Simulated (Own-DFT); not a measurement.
# How strain changes the stress of diamond silicon, 64 atoms (Si64)

No measurement is shown. These are fixed-geometry runs of a retired plane-wave code named Own-DFT, which no person has reviewed; spin and spin-orbit coupling are neglected.

Settings: PBE; PseudoDojo norm-conserving scalar-relativistic files; cutoff 20 hartree; 3 x 3 x 3 k mesh centred on Gamma; Fermi-Dirac smearing of 0.1 eV.

Keep in mind: k mesh not checked against a denser one; stress not checked against mesh or cutoff.

Unstrained cell vectors in Å: (10.862, 0.000, 0.000); (0.000, 10.862, 0.000); (0.000, 0.000, 10.862). The unstrained cell has measured lattice constants (interpolated for alloys), not those of this functional. That, the random moves and any unrelaxed bonds set the pressure at no strain. In each run the cell takes a homogeneous strain; fractional positions stay. All atoms carry random offsets, Gaussian with a width of 0.05 Å per axis. Stress is counted positive in tension, P = -(s_xx + s_yy + s_zz)/3, and strain components are those of the symmetric tensor.

```
run,e_xx (%),e_yy (%),e_zz (%),e_yz (%),e_xz (%),e_xy (%),s_xx (GPa),s_yy (GPa),s_zz (GPa),s_yz (GPa),s_xz (GPa),s_xy (GPa),P (GPa),E (meV/atom)
1,-0.15,-0.76,1.89,1.02,-1.98,-1.99,-2.57,-2.98,-0.61,1.71,-4.50,-3.72,2.06,27.0
2,-0.17,0.32,-1.33,0.46,-0.99,-1.02,-3.65,-3.22,-4.75,-0.22,-2.11,-2.81,3.87,16.6
3,1.17,0.48,1.75,1.66,-1.48,1.09,0.21,-0.23,0.71,3.17,-3.89,2.49,-0.23,16.8
4,0.58,-0.52,1.28,-1.43,-0.89,-1.03,-1.35,-2.28,-0.72,-3.15,-2.31,-2.17,1.45,10.8
5,-1.17,1.90,1.81,1.74,1.49,0.32,-1.79,0.81,0.70,2.96,1.79,0.96,0.09,0.0
6,0.94,-1.70,1.98,-0.87,-0.47,1.34,-1.21,-3.40,-0.03,-1.87,-0.22,2.89,1.55,12.8
7,0.26,1.19,-0.53,-0.72,-0.71,-0.30,-1.77,-0.89,-2.45,-1.02,-1.51,-0.34,1.70,4.2
8,-1.87,-0.90,-1.92,0.11,1.81,-1.08,-8.01,-7.12,-7.93,1.20,3.63,-2.80,7.69,41.1
9,-1.52,1.30,-0.74,-0.88,1.41,-1.50,-4.83,-2.08,-4.19,-1.26,3.26,-3.24,3.70,18.8
10,0.36,0.96,1.02,-0.41,0.98,0.78,-0.89,-0.23,-0.24,-1.39,1.76,2.24,0.45,1.5
11,1.88,-1.66,1.22,0.57,1.28,-1.03,-0.05,-3.09,-0.74,1.26,2.05,-1.32,1.29,16.1
12,-0.41,1.86,1.18,0.73,1.75,-1.52,-1.61,0.46,-0.26,1.37,4.30,-2.62,0.47,21.8
13,-0.36,-0.23,0.23,1.92,0.48,0.33,-3.19,-2.92,-2.73,3.62,0.70,0.10,2.95,11.1
14,0.57,-1.91,1.56,-1.16,-1.81,0.22,-1.89,-3.91,-0.99,-2.49,-2.72,0.05,2.26,10.7
15,-0.79,-1.20,0.64,-0.99,-0.76,-1.58,?,?,?,?,?,?,?,?
```

E is the free energy for each atom above the lowest run shown.

## Analysis

Least squares on the runs shown: each stress against a constant and the strains, taken as fractions with shears doubled. Shear strains stay in the fit of a normal stress only where such slopes are resolved. The slopes, in GPa:

```
stress  at no strain  per e_xx  per e_yy  per e_zz  scatter
  s_xx          -2.8   161 ± 9    70 ± 6    67 ± 7     0.25
  s_yy          -2.7    73 ± 9   157 ± 6    67 ± 6     0.24
  s_zz          -2.8    69 ± 8    65 ± 5   157 ± 6     0.21
```

The slope of each shear stress on twice its own strain, from a fit on all six strains: yz 95 ± 7, xz 103 ± 8, xy 96 ± 5 GPa. These are stiffnesses along x, y and z of the frame in which the cell vectors are given, which need not be the crystal's axes. These are clamped-ion slopes: internal relaxation, where symmetry allows it, would soften some. The table should be nearly symmetric about its diagonal, and what it lacks of that shows the noise. A ninth of the table's sum, 99 ± 3 GPa, estimates the bulk modulus near the mean pressure of these runs, 2.1 GPa, so it lies above the value at zero pressure.

## Check

Question: what normal stresses and pressure should run 15 give?

The fit gives s_xx = -4.5, s_yy = -4.7, s_zz = -3.1 and P = 4.1 GPa. The hidden result is -4.43, -4.84, -3.22 and P = 4.16 GPa.
